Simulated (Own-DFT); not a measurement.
AlN (wurtzite, atoms displaced) (calculated)

A calculation, not a measurement: plane-wave PBE density functional theory by an unreviewed code, no spin, of a simulated periodic cell, stress positive in tension, free energy of the whole cell less one offset for each atom, some atoms lie very close together; forces on such cells moved up to 12 meV/angstrom on a denser k mesh; offsets are fitted by least squares, one for each functional and potential file, so energies compare only between cells with the same atoms and settings and are not formation energies; the far tail of each file's local potential was reset to the Coulomb form; each entry is a single point on an unrelaxed cell, so the pressure reflects the starting lattice, mostly measured values (interpolated for alloys), from which strain is counted, and rises with the displacements; printed positions are rounded, which can move forces by about a meV/angstrom; the program, named Own-DFT, is a retired in-house code; no spin-orbit coupling; before rounding, a Quantum ESPRESSO 7.3.1 run of the same cell and cutoff gave forces within 1 meV/angstrom rms on each cell, which checks the program and not the settings. Program: Own-DFT development build.

Common to all runs: functional PBE; potential files PseudoDojo norm-conserving, scalar-relativistic, standard set; wave cutoff 42 hartree; occupations Fermi-Dirac; smearing width 0.1 eV; k mesh 3 x 3 x 2 centred on Gamma.

(1) AlN (wurtzite, atoms displaced)

```xyz
72
Lattice="9.3360 0.0000 0.0000 -4.6680 8.0852 0.0000 0.0000 0.0000 9.9640" Properties=species:S:1:pos:R:3 AlN
Al     0.1922     1.8514     9.8112
Al     1.4216     1.3416     2.3141
N      0.1912     1.6555     1.5985
N      1.4654     0.8586     4.5785
Al     0.1912     1.4337     4.9354
Al     1.6785     0.8733     7.5673
N      0.0261     2.0898     6.6269
N      1.4461     0.8684     9.4168
Al    -1.6958     4.2725     9.8524
Al     0.1537     3.8932     2.2261
N     -1.4416     4.1697     1.7993
N      0.0001     3.5011     4.3070
Al    -1.5280     4.2724     4.7988
Al     0.1735     3.5012     7.6136
N     -1.4433     4.2901     6.9626
N      0.0568     3.5558     9.4128
Al    -3.0761     7.1939     9.9097
Al    -1.4572     6.1890     2.4723
N     -2.9305     7.1821     1.7851
N     -1.7373     6.4836     4.0782
Al    -2.9720     7.0186     4.7019
Al    -1.7598     6.4109     7.3798
N     -2.9985     7.1676     6.8934
N     -1.5063     6.1638     9.4869
Al     2.9947     1.3371     0.1226
Al     4.8107     1.1457     2.4155
N      3.1532     1.7906     1.9029
N      4.5180     0.8157     4.3237
Al     3.1209     1.7860     4.8725
Al     4.7332     0.8582     7.4086
N      3.1506     1.5786     6.7717
N      4.8170     0.9086     9.3836
Al     1.8048     4.4500     9.9025
Al     3.0344     3.7390     2.6116
N      1.7699     4.6515     1.8448
N      3.2462     3.5509     4.4135
Al     1.4618     4.5034     4.9480
Al     2.9344     3.6543     7.3072
N      1.6549     4.4680     6.7789
N      2.8657     3.5147     9.2642
Al    -0.1187     7.1029     9.7401
Al     1.5274     6.1749     2.5891
N     -0.0073     7.2485     1.9333
N      1.6032     6.5639     4.2605
Al    -0.2992     7.2454     4.8873
Al     1.7443     6.2537     7.6449
N     -0.0365     7.0347     7.0600
N      1.4325     6.1752     9.3041
Al     6.1987     1.7161     0.1752
Al     7.7609     0.9781     2.5597
N      6.2252     1.4875     2.0062
N      7.7971     0.6138     4.3680
Al     6.0919     1.8205     5.1145
Al     8.1208     0.9546     7.4622
N      6.3432     1.9232     6.7029
N      7.8448     0.7156     9.1575
Al     4.5642     4.2500     9.7722
Al     6.4389     3.4720     2.5205
N      4.5447     4.3791     1.8502
N      6.3176     3.6128     4.2621
Al     4.6262     4.4907     5.0301
Al     6.1288     3.6400     7.3633
N      4.7490     4.7252     6.8174
N      6.1086     3.5015     9.3602
Al     2.8783     7.0276     9.9352
Al     4.5926     6.2547     2.4513
N      3.1631     7.3433     2.1630
N      4.6274     6.3233     4.2873
Al     3.0460     7.1658     5.0243
Al     4.5999     6.2008     7.6390
N      3.1179     7.1821     7.1339
N      4.9233     6.3587     9.2429
```

* free energy of cell above offsets: 9.307 eV
* pressure: 20.25 GPa
* stress xx: -31.27 GPa
* stress yy: -10.94 GPa
* stress zz: -18.53 GPa
* stress yz: -3.54 GPa
* stress xz: -1.09 GPa
* stress xy: 6.95 GPa

Force:
| element | x (eV/Å) | y (eV/Å) | z (eV/Å) |
| --- | --- | --- | --- |
| Al | -6.311 | -0.243 | 1.434 |
| Al | 14.22 | -8.392 | 9.638 |
| N | -15.22 | 5.864 | -3.787 |
| N | 16.71 | -6.479 | -7.008 |
| Al | -17.33 | 8.532 | 3.706 |
| Al | -0.952 | -0.588 | -2.754 |
| N | 1.226 | -5.07 | 2.447 |
| N | 4.465 | -2.834 | -3.654 |
| Al | 2.294 | 2.56 | -0.16 |
| Al | 1.769 | -4.295 | 2.157 |
| N | -2.939 | 2.902 | -1.05 |
| N | 2.185 | 0.454 | -2.47 |
| Al | 1.741 | 1.955 | 3.999 |
| Al | -1.753 | 3.827 | -1.942 |
| N | -1.794 | 2.733 | -1.301 |
| N | 0.262 | 1.576 | 0.349 |
| Al | 1.15 | -1.855 | 2.774 |
| Al | -0.755 | 1.751 | -6.611 |
| N | -1.968 | -0.065 | 1.011 |
| N | 12 | -7.67 | 0.792 |
| Al | -14.32 | 6.818 | 6.718 |
| Al | 10.43 | -8.361 | 4.62 |
| N | -9.703 | 5.311 | -3.72 |
| N | -3.535 | -1.043 | -2.285 |
| Al | 3.775 | 3.236 | -0.043 |
| Al | -12.78 | -7.042 | 4.813 |
| N | -0.779 | 2 | 0.257 |
| N | 2.519 | 3.281 | -0.188 |
| Al | -1.86 | -1.311 | 1.192 |
| Al | 1.131 | -0.177 | 0.399 |
| N | 0.542 | 3.276 | 0.861 |
| N | -3.703 | -1.641 | -0.777 |
| Al | -8.814 | 4.888 | 3.85 |
| Al | 3.466 | -2.869 | -0.892 |
| N | -2.221 | -2.094 | -1.822 |
| N | -2.86 | 0.426 | 0.315 |
| Al | 0.364 | 0.65 | -0.101 |
| Al | 6.956 | -5.07 | 2.506 |
| N | -5.08 | 3.77 | -0.768 |
| N | 8.516 | -5.368 | -4.478 |
| Al | 3.018 | 1.304 | 2.67 |
| Al | 0.312 | 7.036 | -2.225 |
| N | 1.173 | -1.471 | -1.376 |
| N | -4.194 | -4.345 | 3.96 |
| Al | 3.654 | -1.592 | 1.24 |
| Al | -3.949 | -0.452 | -5.269 |
| N | 1.014 | 1.623 | -1.827 |
| N | 0.747 | -0.93 | 3.474 |
| Al | 2.518 | -0.06 | -2.962 |
| Al | 4.141 | -2.009 | 0.555 |
| N | 9.175 | 7.6 | -4.418 |
| N | 0.607 | 7.629 | 0.437 |
| Al | 0.718 | -1.903 | -7.689 |
| Al | -3.005 | 0.206 | -2.474 |
| N | -1.004 | -1.412 | 7.106 |
| N | -0.787 | 2.137 | 4.827 |
| Al | -0.575 | 2.268 | 2.643 |
| Al | -3.683 | 0.306 | -1.992 |
| N | 2.425 | 0.567 | -0.912 |
| N | -3.504 | -1.641 | 1.873 |
| Al | 2.096 | 2.371 | -2.182 |
| Al | 2.87 | -0.583 | 0.974 |
| N | -1.505 | -5.197 | -0.311 |
| N | 0.558 | -1.868 | -0.705 |
| Al | 4.207 | 3.385 | 1.778 |
| Al | 2.179 | 0.676 | -1.38 |
| N | -1.439 | -3.773 | -4.735 |
| N | 0.766 | -1.915 | 2.23 |
| Al | 2.219 | -2.751 | 2.008 |
| Al | 1.025 | 4.113 | -4.262 |
| N | 1.645 | 0.804 | -3.651 |
| N | -4.481 | -3.467 | 4.568 |

(2) AlN (wurtzite, atoms displaced)

```xyz
72
Lattice="9.3360 0.0000 0.0000 -4.6680 8.0852 0.0000 0.0000 0.0000 9.9640" Properties=species:S:1:pos:R:3 AlN
Al     0.0350     1.8570     9.8598
Al     1.4023     0.7229     2.3136
N      0.0156     2.0585     1.9163
N      1.4496     0.9374     4.5079
Al    -0.0830     1.5736     4.8897
Al     1.5216     0.9978     7.4786
N      0.0702     1.6159     7.0274
N      1.4501     0.9272     9.6336
Al    -1.6542     4.4870     0.1111
Al     0.0128     3.8233     2.5558
N     -1.5181     4.5796     1.6879
N      0.2170     3.6879     4.6675
Al    -1.5596     4.3994     5.1228
Al     0.0679     4.0946     7.3437
N     -1.3939     4.7264     6.7758
N      0.0596     3.5459     9.1630
Al    -3.2224     6.7581     9.9397
Al    -1.4327     6.3585     2.3922
N     -3.2385     7.0790     1.7748
N     -1.6850     6.4494     4.3217
Al    -2.9564     7.0965     4.8185
Al    -1.4882     6.2176     7.4957
N     -3.2981     7.0840     6.7409
N     -1.6319     6.5748     9.3769
Al     2.9955     1.8721     0.1479
Al     4.4941     1.0686     2.5557
N      3.3687     1.6806     1.8654
N      4.7811     1.0854     4.4761
Al     3.0890     1.7098     5.0301
Al     4.7658     1.0312     7.4402
N      3.0385     1.8421     6.6855
N      4.5868     0.8780     9.4978
Al     1.6909     4.5942     0.0395
Al     3.0466     3.4828     2.5183
N      1.7055     4.5069     1.9166
N      3.1417     3.7131     4.1055
Al     1.7035     4.5631     4.6728
Al     3.1696     3.4121     7.5053
N      1.5673     4.4836     6.6540
N      2.9627     3.5459     9.3525
Al    -0.0146     7.3534     9.8798
Al     1.5954     6.0783     2.5409
N      0.1232     7.1192     2.1222
N      1.5518     6.3222     4.1623
Al    -0.2440     7.3005     5.0382
Al     1.4551     6.3546     7.5535
N      0.0057     7.2701     6.8827
N      1.5752     6.3558     9.4527
Al     6.1903     1.7510     0.0210
Al     7.9446     0.6427     2.8890
N      6.0530     1.9870     2.0632
N      7.6961     0.8929     4.2839
Al     6.3251     1.7446     4.9891
Al     7.7259     0.8040     7.5267
N      6.2686     1.9031     6.5923
N      7.6557     0.9356     9.3909
Al     4.8243     4.4005     9.8972
Al     6.3725     3.6752     2.7509
N      4.8240     4.3285     2.0157
N      6.2506     3.6472     4.3218
Al     4.6950     4.5010     5.0246
Al     5.9855     3.4180     7.4760
N      4.7227     4.2726     6.8272
N      6.3143     3.5510     9.4558
Al     2.9941     7.2234     0.2162
Al     4.5734     6.2138     2.6814
N      3.3565     7.2366     1.9332
N      4.5895     6.4696     4.6693
Al     3.0225     7.3384     4.9481
Al     4.6872     6.4157     7.5136
N      3.2231     7.1271     6.9794
N      4.6116     6.2031     9.2410
```

- free energy of cell above offsets: 5.672 eV
- pressure: 19.22 GPa
- stress xx: -20.72 GPa
- stress yy: -11.84 GPa
- stress zz: -25.11 GPa
- stress yz: -2.66 GPa
- stress xz: -0.57 GPa
- stress xy: 6.17 GPa

Force:
| element | x (eV/Å) | y (eV/Å) | z (eV/Å) |
| --- | --- | --- | --- |
| Al | -3.272 | 1.12 | 0.985 |
| Al | 0.914 | 2.872 | -0.044 |
| N | -0.016 | -2.625 | 0.894 |
| N | 3.734 | -2.619 | -3.494 |
| Al | 1.202 | 4.482 | 4.355 |
| Al | 3.051 | -3.789 | 1.653 |
| N | -6.529 | 2.747 | -3.35 |
| N | 3.015 | -2.156 | -2.228 |
| Al | 3.423 | -0.291 | -8.328 |
| Al | -0.132 | -2.317 | -0.142 |
| N | 0.983 | 0.669 | 10.14 |
| N | -5.819 | -2.407 | -3.692 |
| Al | 1.147 | 0.799 | -3.653 |
| Al | 0.761 | -6.69 | 2.573 |
| N | -3.4 | -2.907 | 1.076 |
| N | -0.541 | 3.656 | 1.635 |
| Al | -1.094 | 5.534 | 1.44 |
| Al | -2.661 | -0.413 | 0.156 |
| N | 1.264 | -1.051 | 2.643 |
| N | 10.48 | -6.672 | -4.154 |
| Al | -12.76 | 6.523 | 6.352 |
| Al | -3.353 | 6.012 | 1.405 |
| N | 6.25 | 1.903 | 0.495 |
| N | 3.298 | -3.807 | -1.509 |
| Al | -0.105 | -1.98 | -1.869 |
| Al | 15.97 | -7.967 | 7.455 |
| N | -16.28 | 7.379 | -5.309 |
| N | -3.807 | -2.823 | -0.4 |
| Al | -0.37 | 1.839 | -5.225 |
| Al | -2.051 | -1.587 | -0.251 |
| N | 1.32 | -1.683 | 6.101 |
| N | 0.668 | 5.831 | -3.839 |
| Al | -3.203 | -1.07 | -0.863 |
| Al | 3.444 | -1.334 | -6.246 |
| N | -1.542 | -2.16 | -1.881 |
| N | 1.961 | -1.089 | 8.417 |
| Al | 0.406 | 1.218 | 4.189 |
| Al | -2.327 | 3.709 | -1.027 |
| N | 4.27 | 2.457 | 1.201 |
| N | 3.719 | -0.063 | -0.104 |
| Al | -0.161 | -5.282 | 3.311 |
| Al | 0.035 | 5.51 | -4.019 |
| N | 0.046 | 2.154 | -3.045 |
| N | 0.307 | 1.895 | 7.233 |
| Al | 3.408 | -0.115 | -1.813 |
| Al | 3.631 | -1.171 | -1.54 |
| N | -0.251 | 0.546 | 0.601 |
| N | -1.454 | -0.015 | -0.415 |
| Al | -0.454 | 1.001 | 4.018 |
| Al | 0.878 | 1.757 | -22.18 |
| N | 2.37 | -2.533 | -1.447 |
| N | -1.47 | 2.807 | 17.27 |
| Al | -1.68 | 2.513 | -6.441 |
| Al | 2.467 | 1.396 | -0.179 |
| N | 0.54 | -1.989 | 8.934 |
| N | 1.131 | -1.369 | 0.158 |
| Al | -3.646 | 0.672 | 2.544 |
| Al | -0.391 | -1.188 | -10.64 |
| N | -2.576 | 3.013 | -1.774 |
| N | 1.043 | 0.117 | 9.936 |
| Al | -1.081 | 0.421 | -1.441 |
| Al | 5.664 | 1.045 | 2.293 |
| N | -3.602 | 2.675 | 0.213 |
| N | -1.396 | -1.216 | -3.667 |
| Al | 2.159 | 1.299 | -3.139 |
| Al | 2.804 | -2.331 | -0.483 |
| N | -2.759 | -1.059 | 0.898 |
| N | 0.934 | -2.415 | -3.643 |
| Al | -0.736 | -4.704 | 3.277 |
| Al | -0.198 | -2.934 | -1.211 |
| N | -5.963 | 1.795 | -2.066 |
| N | -1.627 | -1.547 | 2.901 |

(3) AlN (wurtzite, atoms displaced)

```xyz
72
Lattice="9.3360 0.0000 0.0000 -4.6680 8.0852 0.0000 0.0000 0.0000 9.9640" Properties=species:S:1:pos:R:3 AlN
Al     0.0497     1.9587     9.7755
Al     1.8014     1.0496     2.6155
N      0.0910     1.7782     1.7798
N      1.5499     0.9257     4.2603
Al    -0.0788     1.7538     5.0402
Al     1.5545     0.9277     7.4083
N     -0.0949     1.7937     6.8040
N      1.4936     0.6939     9.8900
Al    -1.6352     4.3709     0.3843
Al     0.2020     3.7884     2.5289
N     -1.6795     4.3948     1.9050
N     -0.2501     3.6597     4.2972
Al    -1.8066     4.4157     5.1356
Al     0.2346     3.5189     7.2273
N     -1.3292     4.3778     6.6494
N     -0.1972     3.5198     9.5951
Al    -3.2721     7.1726     0.0959
Al    -1.4432     6.3296     2.5522
N     -3.0327     7.2692     1.9552
N     -1.6239     6.3118     4.6845
Al    -3.4437     7.2801     5.0725
Al    -1.3807     6.4986     7.2297
N     -3.2603     7.2723     6.6597
N     -1.4840     6.2989     9.5370
Al     2.8678     1.6966     0.0214
Al     4.7908     0.8641     2.4688
N      3.1522     1.8698     1.8246
N      4.6234     1.0011     4.6324
Al     3.1006     1.7650     5.0492
Al     4.5135     0.9760     7.4028
N      3.2061     1.6912     7.0772
N      4.8664     0.9324     9.3836
Al     1.5892     4.5422     9.8319
Al     3.2471     3.5803     2.5580
N      1.6980     4.4010     2.0698
N      2.9994     3.2256     4.1698
Al     1.6716     4.2610     5.1080
Al     3.1804     3.8400     7.4530
N      1.6304     4.5585     6.7362
N      3.1843     3.5270     9.2335
Al    -0.1260     7.2365     0.2561
Al     1.5412     5.9293     2.8949
N     -0.0334     7.0706     1.9331
N      1.5937     6.0746     4.3924
Al     0.0178     6.9275     5.0916
Al     1.4357     6.1884     7.4278
N     -0.0104     7.1601     7.0192
N      1.6466     6.1530     9.4823
Al     6.5302     1.7942     0.0182
Al     7.5675     0.9330     2.3240
N      6.1012     1.8254     1.8684
N      7.8574     0.7088     4.3414
Al     6.3500     1.5975     4.7523
Al     8.0543     1.0966     7.3964
N      5.9931     1.9495     6.6612
N      7.6637     0.7075     9.2039
Al     4.8449     4.4378     9.8376
Al     6.0810     3.5634     2.5523
N      4.2869     4.3831     1.9016
N      5.8927     3.8953     4.5697
Al     4.6122     4.6755     4.8184
Al     6.2476     3.3431     7.4816
N      4.4341     4.5736     6.9186
N      6.2407     3.4931     9.5713
Al     2.9660     7.1989     9.7693
Al     4.5581     6.1625     2.4206
N      3.1984     7.2165     2.0570
N      4.8348     6.1914     4.4930
Al     3.4426     7.1765     5.1079
Al     4.5629     6.2863     7.3424
N      3.1968     7.2180     6.9641
N      4.7127     6.1813     9.4538
```

- free energy of cell above offsets: 18.573 eV
- pressure: 24.2 GPa
- stress xx: -23.79 GPa
- stress yy: -25.16 GPa
- stress zz: -23.65 GPa
- stress yz: 2.52 GPa
- stress xz: 3.68 GPa
- stress xy: -4.52 GPa

Force:
| element | x (eV/Å) | y (eV/Å) | z (eV/Å) |
| --- | --- | --- | --- |
| Al | 0.847 | -9.217 | 5.341 |
| Al | -3.838 | -1.748 | -5.687 |
| N | -1.927 | 1.502 | 1.341 |
| N | -1.658 | -0.215 | 7.486 |
| Al | 0.945 | 1.668 | -5.949 |
| Al | 0.53 | -1.677 | 0.977 |
| N | 12.11 | 5.179 | -2.829 |
| N | -2.36 | 6.509 | -6.44 |
| Al | 0.781 | 2.791 | -13.71 |
| Al | -5.441 | -5.972 | -0.659 |
| N | 0.367 | 1.376 | 12.8 |
| N | 1.924 | -1.724 | 2.512 |
| Al | -0.041 | 2.085 | -8.165 |
| Al | -3.912 | 2.297 | 2.075 |
| N | 0.225 | 0.108 | 10.25 |
| N | 2.492 | 7.166 | -4.173 |
| Al | 2.757 | -6.082 | 1.391 |
| Al | -5.379 | -1.512 | 1.725 |
| N | -0.433 | -2.154 | 1.748 |
| N | -0.425 | -0.171 | -1.884 |
| Al | 8.591 | 2.873 | -7.214 |
| Al | -11.6 | -7.294 | 3.429 |
| N | 1.27 | 0.475 | 9.437 |
| N | -2.395 | -1.116 | -1.687 |
| Al | 6.011 | 2.516 | -0.247 |
| Al | -4.87 | -1.212 | 0.997 |
| N | 2.406 | -0.973 | 0.879 |
| N | 2.451 | -3.901 | -3.506 |
| Al | -0.465 | -2.526 | 1.326 |
| Al | 12.1 | -5.428 | 4.333 |
| N | -12.07 | 6.437 | -4.513 |
| N | -1.867 | -0.954 | 0.387 |
| Al | 0.139 | -5.353 | 3.26 |
| Al | -11.32 | -8.907 | 1.565 |
| N | 0.514 | 1.256 | -3.269 |
| N | -0.43 | 5.042 | 6.041 |
| Al | -1.428 | 0.192 | -7.654 |
| Al | -6.133 | -6.703 | 3.77 |
| N | -0.027 | -1.509 | 4.543 |
| N | -2.021 | 0.15 | 1.586 |
| Al | 1.658 | 0.803 | -5.862 |
| Al | 1.186 | 3.888 | -14.65 |
| N | 4.027 | 1.407 | 4.443 |
| N | 0.79 | 1.736 | 14.26 |
| Al | 0.403 | 2.39 | -0.902 |
| Al | 2.159 | 3.079 | 2.669 |
| N | 8.889 | 4.751 | -3.237 |
| N | -3.257 | 3.031 | -3.468 |
| Al | -5 | -1.01 | -0.554 |
| Al | 6.702 | -1.588 | 1.271 |
| N | 1.959 | 1.021 | 0.745 |
| N | -0.204 | 1.624 | 0.182 |
| Al | -2.849 | 2.186 | 3.475 |
| Al | -14.44 | -8.621 | 5.546 |
| N | 2.355 | -5.339 | -1.137 |
| N | 3.486 | 4.663 | -1.384 |
| Al | -4.934 | 0.154 | 1.7 |
| Al | -0.182 | 1.897 | 0.671 |
| N | 15.51 | 9.071 | -6.37 |
| N | 10.88 | -9.048 | -5.039 |
| Al | -9.902 | -4.844 | 5.442 |
| Al | 0.849 | 6.606 | 2.225 |
| N | 8.99 | 2.922 | -4.529 |
| N | 2.455 | 0.158 | -2.842 |
| Al | 3.791 | -3.031 | 3.474 |
| Al | 2.568 | 1.946 | -0.393 |
| N | -3.391 | -0.087 | -1.636 |
| N | -4.695 | 5.253 | -4.745 |
| Al | -5.032 | -0.777 | -1.115 |
| Al | 4.061 | -0.741 | 3.877 |
| N | -3.484 | 2.03 | -1.617 |
| N | -1.766 | 1.194 | -2.102 |
